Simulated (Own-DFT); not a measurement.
# Which arrangement is lower? C16Si16, 32 atoms

Calculated results; nothing here was measured. They come from Own-DFT, an in-house plane-wave density functional program, since retired, whose code no person has reviewed. Each row is one single-point run on a periodic cell that was not relaxed, without spin or spin-orbit coupling.

Settings of every run: PBE; PseudoDojo norm-conserving scalar-relativistic files; cutoff 42 hartree; 5 x 5 x 3 k mesh centred on Gamma; Fermi-Dirac smearing of 0.1 eV.

Known limits: forces on such cells passed a denser k mesh, each cell not checked; stress not checked against mesh or cutoff.

All cells hold the same atoms in the same cell, with vectors in Å (6.165, 0.000, 0.000); (-3.083, 5.339, 0.000); (0.000, 0.000, 10.068). Every atom was moved at random from its ideal site; u is the rms move along one axis. E is the free energy of the cell above the lowest run. The arrangements:

- A: 2H SiC
- B: 4H SiC

```
arrangement   u (Å)  E (eV)  P (GPa)
          A  0.0287   0.365     3.92
          A  0.0296   0.409     3.86
          A  0.0303   0.431     4.06
          A  0.0527   2.408     5.49
          A  0.0537   2.661     5.86
          A  0.0570   2.899     5.89
          B  0.0297   0.000     3.57
          B  0.0298   0.210     3.78
          B  0.0316   0.294     3.81
          B  0.0610   3.717     6.85
          B  0.0654   4.341     6.64
          B  0.0692   5.281     7.78
```

Question: once the cost of the random moves is taken out, how do the arrangements rank?

## Worked answer

Fit E = a + b u², with one b for all and one a for each arrangement, and with residuals divided by u², since the noise grows with the moves. Then b = 1191 eV/Å², the scatter at u = 0.04 Å is 0.14 eV, and against A:

- B: -0.27 ± 0.06 eV (lower)

These are energies of unrelaxed cells. Relaxing the atoms lowers the strained arrangements most, so the gaps would shrink and small ones could change sign.
